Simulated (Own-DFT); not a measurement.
## Calculated data, Si₄SnGe₁₁ (diamond-structure random alloy, strained, atoms displaced)

All values are calculated (Own-DFT development build). A calculation, not a measurement: plane-wave density functional theory by an unreviewed code, no spin, of a simulated periodic cell, stress positive in tension, run twice, with PBE and with PBEsol, both on files made for PBE, so the change isn't that of files made for PBEsol, forces on such cells moved up to 12 meV/angstrom on a denser k mesh; the far tail of each file's local potential was reset to the Coulomb form; each entry is a single point on an unrelaxed cell, so the pressure reflects the starting lattice, mostly measured values (interpolated for alloys), from which strain is counted, and rises with the displacements; printed positions are rounded, which can move forces by about a meV/angstrom; the program, named Own-DFT, is a retired in-house code; no spin-orbit coupling; stress was not checked against mesh or cutoff.

Settings shared by all entries: functional PBE, then PBEsol; potential files PseudoDojo norm-conserving, scalar-relativistic, standard set; wave cutoff 49 hartree; occupations Fermi-Dirac; smearing width 0.1 eV; k mesh 3 x 3 x 3 centred on Gamma.

(1) 
```xyz
64
Lattice="11.2216 0.0000 0.0000 0.0000 11.2216 0.0000 0.0000 0.0000 11.3064" Properties=species:S:1:pos:R:3:PBE_force_x:R:1:PBE_force_y:R:1:PBE_force_z:R:1:PBEsol_force_x:R:1:PBEsol_force_y:R:1:PBEsol_force_z:R:1 formula=Si4SnGe11 PBE_pressure=5.72 PBE_stress_xx=-6.09 PBE_stress_yy=-5.75 PBE_stress_zz=-5.33 PBE_stress_yz=-0.17 PBE_stress_xz=0.31 PBE_stress_xy=-0.15 PBEsol_pressure=2.97 PBEsol_stress_xx=-3.33 PBEsol_stress_yy=-3.01 PBEsol_stress_zz=-2.58 PBEsol_stress_yz=-0.18 PBEsol_stress_xz=0.31 PBEsol_stress_xy=-0.15 rms_change_of_force_components_from_PBE_to_PBEsol=0.052
Si     0.0685    11.1733    11.2990     -1.317      0.972      0.075     -1.261      0.916      0.109
Ge     0.0445     2.7013     2.8697      0.204      2.222     -1.359      0.215       2.12     -1.282
Si     2.8756     0.0187     2.8653     -1.057     -0.324     -0.489      -0.99     -0.276      -0.51
Si     2.7869     2.7612    11.2536      0.627       0.14      0.639      0.612      0.136      0.628
Ge     1.3548     1.4306     1.3914      1.322     -1.054     -0.289      1.249     -0.987     -0.228
Ge     1.3826     4.2222     4.2296     -0.245      -0.27      0.373     -0.195     -0.311       0.33
Ge     4.2605     1.3816     4.2020      -1.22      0.529      0.463     -1.128      0.537      0.479
Ge     4.2462     4.1470     1.4479     -0.888      0.124     -0.886     -0.863      0.112     -0.787
Ge     0.0462    11.2092     5.6627      0.249      0.504     -0.375      0.179      0.485     -0.354
Ge    11.1659     2.7964     8.3092      0.943     -0.421      1.911      0.893     -0.341      1.838
Ge     2.8638     0.0624     8.4750     -0.669     -0.236      0.614     -0.601     -0.265      0.628
Ge     2.6874     2.7609     5.6645      1.176       0.19      -0.34      1.172       0.23     -0.371
Si     1.4443     1.4083     7.1081     -0.475     -0.634     -0.309     -0.467     -0.614     -0.305
Ge     1.4626     4.2090     9.9327     -0.641     -0.794      -0.78     -0.649     -0.708     -0.793
Ge     4.2945     1.4021     9.9123     -0.387       0.51     -0.107     -0.381      0.426     -0.103
Ge     4.2407     4.1767     7.0571     -0.967     -0.168      0.054     -0.976      -0.11      0.016
Ge     0.0094     5.5585    11.2922      0.185     -0.051      1.105      0.183      -0.04      0.996
Sn     0.0418     8.4675     2.8442     -0.507     -0.525     -0.862     -0.552     -0.472     -0.897
Ge     2.7720     5.5487     2.8215      0.188      1.139     -0.559      0.208      1.067     -0.509
Ge     2.8869     8.3247    11.1844     -1.731      1.335      1.784     -1.648      1.308      1.697
Si     1.3427     7.0499     1.3798      1.779     -1.565     -1.071      1.747     -1.537      -1.06
Si     1.4083     9.8135     4.1789      2.343      1.774      2.161      2.224      1.741      2.121
Ge     4.2140     7.0594     4.2433     -1.563     -1.158      1.181     -1.481     -1.157      1.122
Ge     4.1989     9.7945     1.4533     -1.956      1.809     -2.195     -1.846      1.723     -2.162
Si     0.0633     5.5674     5.6885     -0.917      0.761     -1.065     -0.869      0.711     -1.006
Ge    11.1803     8.4848     8.4038      0.826     -1.053      0.933       0.79     -1.022      0.908
Ge     2.7763     5.6065     8.4762      0.756     -0.333      0.164      0.723      -0.32      0.165
Si     2.7714     8.3997     5.6728     -0.119      0.373     -0.281     -0.083      0.325     -0.237
Ge     1.3904     6.9268     7.0614      0.039      1.162     -0.263      0.054      1.123     -0.185
Ge     1.3575     9.8423     9.9302      1.034     -0.365     -0.921      1.044       -0.4     -0.938
Ge     4.2079     6.9757     9.9238       1.17     -1.071     -1.014      1.083      -0.99     -1.014
Ge     4.1968     9.8035     7.1341     -0.166     -0.211     -1.119     -0.133     -0.172     -1.052
Ge     5.6640     0.0001     0.0300     -0.681     -0.876     -0.464     -0.651     -0.837     -0.447
Ge     5.6054     2.7680     2.8261       0.71      0.203     -0.163      0.684      0.193     -0.158
Ge     8.4605    11.2095     2.9193      0.259      0.684     -1.359      0.231      0.655     -1.325
Ge     8.4620     2.7557     0.0034      0.014      0.442     -0.231     -0.057      0.421     -0.219
Ge     6.9851     1.3738     1.3645      1.135      0.223      1.139      1.091      0.215      1.099
Ge     7.0536     4.2031     4.1883     -1.313      1.851     -0.897     -1.298      1.748     -0.848
Ge     9.8574     1.5752     4.2027      1.308     -4.147     -0.662      1.279     -4.018     -0.655
Si     9.8262     4.1836     1.4411      0.218     -0.177     -0.038      0.254     -0.225     -0.082
Ge     5.5701     0.0456     5.6224      0.736       -1.3      0.285      0.676      -1.28       0.23
Si     5.5695     2.8187     8.4356      1.158     -0.814     -0.111      1.104     -0.768     -0.076
Ge     8.4277    11.1844     8.5360      0.504      1.071     -0.986      0.478      0.961     -0.954
Sn     8.4751     2.8043     5.5767     -1.873      0.516      2.243     -1.772      0.542      2.128
Si     7.0227     1.3184     6.9976     -0.643      0.259      1.481     -0.606      0.213      1.419
Ge     7.0103     4.1867     9.8298     -0.365      0.033      0.597     -0.289      0.038      0.579
Si     9.8562     1.4045     9.8633       0.49     -0.372      0.232      0.443     -0.334      0.193
Ge     9.8569     4.2391     7.0260      0.382      1.151      0.162       0.35      1.072      0.203
Si     5.5686     5.5973     0.0502      1.063      -0.02     -0.149       1.04     -0.018     -0.144
Sn     5.5978     8.4187     2.7528     -0.213     -1.051      0.502     -0.193     -1.015      0.489
Si     8.4768     5.6106     2.7594      0.481      0.228      0.957      0.394      0.245      0.952
Ge     8.4452     8.4705     0.0056     -0.441     -1.061     -0.876     -0.422      -1.02      -0.83
Ge     7.0991     7.0594     1.4735      0.739     -2.027     -2.011      0.705     -1.892     -1.963
Ge     7.0017     9.7780     4.0930      0.626      2.087      2.371      0.615      2.043      2.298
Si     9.8679     7.1187     4.2646     -0.316     -3.349       0.33      -0.31     -3.221      0.326
Ge     9.8112     9.7841     1.3345     -0.072      2.082      0.086     -0.108      1.978      0.105
Ge     5.5663     5.6579     5.7280        0.8     -0.131     -0.865      0.731     -0.159     -0.867
Ge     5.6317     8.3324     8.4309     -0.149      0.605      0.964      -0.19      0.634      0.974
Ge     8.5072     5.5812     8.4891     -1.022      0.889     -0.212     -0.961       0.83      -0.18
Sn     8.4209     8.4375     5.7475      -1.31     -0.665     -2.247     -1.254     -0.553     -2.188
Si     6.9795     7.0690     7.0514     -0.182     -2.351      1.257     -0.187     -2.305      1.236
Ge     7.0527     9.8364     9.8506     -0.871     -0.828      0.451     -0.824     -0.796      0.441
Ge     9.9007     6.9796     9.9331     -0.554      0.775     -0.534     -0.538      0.746     -0.523
Ge     9.8157     9.7863     7.0305      1.367       2.76      1.574      1.332       2.67      1.541
```

Units: PBE_pressure, PBE_stress_xx, PBE_stress_yy, PBE_stress_zz, PBE_stress_yz, PBE_stress_xz, PBE_stress_xy, PBEsol_pressure, PBEsol_stress_xx, PBEsol_stress_yy, PBEsol_stress_zz, PBEsol_stress_yz, PBEsol_stress_xz, PBEsol_stress_xy in GPa; rms_change_of_force_components_from_PBE_to_PBEsol, PBE_force_x, PBE_force_y, PBE_force_z, PBEsol_force_x, PBEsol_force_y, PBEsol_force_z in eV/Å.

(2) 
```xyz
64
Lattice="11.2216 0.0000 0.0000 0.0000 11.2216 0.0000 0.0000 0.0000 11.3064" Properties=species:S:1:pos:R:3:PBE_force_x:R:1:PBE_force_y:R:1:PBE_force_z:R:1:PBEsol_force_x:R:1:PBEsol_force_y:R:1:PBEsol_force_z:R:1 formula=Si4SnGe11 PBE_pressure=5.45 PBE_stress_xx=-5.59 PBE_stress_yy=-5.69 PBE_stress_zz=-5.08 PBE_stress_yz=0.25 PBE_stress_xz=0.68 PBE_stress_xy=0.66 PBEsol_pressure=2.71 PBEsol_stress_xx=-2.85 PBEsol_stress_yy=-2.94 PBEsol_stress_zz=-2.34 PBEsol_stress_yz=0.24 PBEsol_stress_xz=0.65 PBEsol_stress_xy=0.63 rms_change_of_force_components_from_PBE_to_PBEsol=0.049
Ge     0.0030    11.1930     0.0502      0.889      0.955     -0.852      0.814       0.89     -0.782
Sn    11.1517     2.7629     2.8616      1.226      1.098     -0.623      1.109      1.066     -0.603
Ge     2.8399     0.0150     2.8586     -3.136     -2.213     -2.478     -2.978     -2.144     -2.404
Ge     2.6957     2.7667     0.0173      1.626      0.268      0.135      1.614      0.233      0.096
Si     1.3644     1.4328     1.3869       0.88     -1.609      0.054      0.867      -1.58      0.049
Si     1.3868     4.2645     4.2336      0.687     -0.278       0.73      0.678     -0.266      0.722
Sn     4.1547     1.3783     4.1869      0.231      3.056     -0.613      0.182      2.929     -0.555
Si     4.2766     4.1865     1.4494     -1.481      -0.48      0.012     -1.494     -0.412     -0.032
Ge     0.0755    11.1877     5.6507     -0.105      0.389     -0.133     -0.143      0.414      -0.08
Ge     0.0072     2.8197     8.4740      0.209     -0.478      1.218      0.202     -0.466      1.111
Ge     2.8282     0.0330     8.4474     -0.403     -0.899      0.379     -0.399      -0.79      0.368
Ge     2.8490     2.8629     5.6319     -2.014      0.793      0.746      -1.92      0.743      0.761
Ge     1.3995     1.4106     7.1291      0.212      0.331     -1.085      0.209      0.319     -1.048
Si     1.4807     4.1315     9.8866     -1.191      1.008      0.093     -1.129       0.95      0.055
Ge     4.1969     1.3994     9.8225      0.476      0.433      0.891      0.452      0.409      0.852
Ge     4.1639     4.2383     7.0502       1.22      0.223     -0.438      1.175      0.204     -0.427
Si    11.1844     5.5527    11.2618      1.001      0.452     -0.481      0.943      0.468     -0.441
Ge    11.0466     8.4252     2.7906      1.445     -0.197      0.964       1.38     -0.212      0.899
Ge     2.7485     5.5924     2.8391      0.603     -0.034     -0.515      0.595      0.034     -0.503
Si     2.7665     8.3665    11.2485      0.374      0.563      0.044      0.361      0.546      0.115
Ge     1.3466     7.0418     1.4012     -0.207     -0.342     -0.513     -0.209     -0.335     -0.431
Si     1.3910     9.7802     4.2625      0.069     -0.301     -0.727      0.069     -0.294     -0.707
Ge     4.2554     6.9576     4.2193     -0.927      0.455     -0.171     -0.887      0.442     -0.163
Ge     4.2560     9.8129     1.4537     -1.105     -0.529     -0.687     -1.028     -0.482     -0.629
Ge    11.1742     5.5728     5.5792      0.487     -0.121      1.234       0.43     -0.071      1.231
Ge     0.0334     8.4985     8.4925      -0.13     -0.409      0.319     -0.167     -0.435      0.258
Ge     2.8270     5.5704     8.4880     -0.457      0.492      0.529     -0.437      0.464      0.438
Ge     2.7894     8.3424     5.6541      0.365      0.684      0.172      0.352      0.603      0.173
Ge     1.3412     7.0054     7.0934      0.179      -0.36     -0.201      0.182     -0.338     -0.202
Si     1.3848     9.8793     9.8839      0.803     -0.426      0.284      0.747     -0.377      0.243
Si     4.2336     6.9445     9.9099     -0.949      0.399      0.179     -0.881      0.355      0.139
Si     4.1925     9.8411     7.1085     -1.147     -1.424      0.341     -1.124     -1.396      0.339
Ge     5.6155    11.1989     0.0354      0.494      0.901     -0.107      0.453       0.83     -0.134
Si     5.6085     2.8031     2.7764      1.316      0.445     -0.909      1.299      0.423     -0.803
Ge     8.3338     0.0128     2.8514      0.636     -0.218      0.072      0.654     -0.244      0.111
Ge     8.4866     2.7299    11.1519     -0.855      0.707          2     -0.854      0.767      1.953
Si     7.1148     1.4215     1.4319     -1.079      0.482     -0.635     -1.012      0.435     -0.657
Ge     6.9878     4.2305     4.1859      0.672     -0.617     -0.366      0.648     -0.583     -0.283
Ge     9.8113     1.3990     4.2757     -1.125     -1.979       1.23       -1.1      -1.91      1.198
Ge     9.8284     4.2415     1.3614     -1.114      0.458     -0.628     -1.084      0.381     -0.602
Sn     5.5719    11.1963     5.6095      0.276     -0.085      3.319      0.321     -0.048      3.179
Ge     5.6475     2.8025     8.3699     -0.167      0.519      0.974     -0.169      0.493      0.942
Ge     8.3912    11.1806     8.4998      1.031       0.85      0.013      0.959      0.795     -0.015
Ge     8.4323     2.7740     5.6502     -0.161      0.858      0.251     -0.158      0.813      0.249
Ge     7.0589     1.3899     7.0503       0.53      0.289      0.543      0.516      0.292      0.528
Ge     7.0171     4.2251     9.9832     -0.774     -0.472     -0.711     -0.723     -0.462       -0.7
Si     9.8634     1.4018     9.9713        0.6     -1.075     -1.652      0.588     -1.048     -1.617
Ge     9.8163     4.2006     7.1801      0.004     -0.208     -1.614          0     -0.207     -1.559
Ge     5.5303     5.6018     0.0747     -0.301     -0.669     -1.015     -0.218     -0.646     -0.992
Ge     5.6019     8.3658     2.8094       -1.2      1.946      2.073     -1.177      1.891       2.01
Si     8.4738     5.6143     2.8437     -0.171     -1.107     -0.091     -0.165     -1.093     -0.081
Si     8.4043     8.4483    11.2949      1.197      0.685     -0.991      1.173      0.681      -0.98
Sn     7.0010     7.0584     1.4383      1.595     -1.026     -0.631      1.456     -0.996     -0.598
Ge     6.9493     9.8531     4.3284      2.474      -2.95     -2.293      2.375     -2.829     -2.264
Ge     9.7547     6.9322     4.2703     -0.238      1.016     -0.157     -0.159      0.985     -0.147
Ge     9.8532     9.8835     1.3776     -1.894     -0.534      0.245     -1.797     -0.499      0.271
Ge     5.6763     5.6575     5.5699      -0.19      -0.35      1.275     -0.191     -0.338      1.219
Ge     5.5099     8.4238     8.5487       0.49     -0.149     -0.515      0.547     -0.134     -0.498
Ge     8.4384     5.5275     8.5377     -0.846      1.167     -0.222     -0.805      1.127     -0.212
Si     8.4524     8.4240     5.6516     -0.127      0.291      0.072     -0.127      0.285      0.069
Ge     7.0532     7.0698     7.0572     -0.095     -0.204      0.387     -0.128     -0.235      0.395
Ge     7.0243     9.8240     9.8764     -0.346     -0.534      0.666     -0.368     -0.481       0.61
Ge     9.8076     7.0150     9.8475      0.307      0.323      0.837      0.293      0.308      0.753
Ge     9.8749     9.8408     7.0537     -0.671     -0.259     -0.228     -0.611     -0.224     -0.188
```

Units: PBE_pressure, PBE_stress_xx, PBE_stress_yy, PBE_stress_zz, PBE_stress_yz, PBE_stress_xz, PBE_stress_xy, PBEsol_pressure, PBEsol_stress_xx, PBEsol_stress_yy, PBEsol_stress_zz, PBEsol_stress_yz, PBEsol_stress_xz, PBEsol_stress_xy in GPa; rms_change_of_force_components_from_PBE_to_PBEsol, PBE_force_x, PBE_force_y, PBE_force_z, PBEsol_force_x, PBEsol_force_y, PBEsol_force_z in eV/Å.
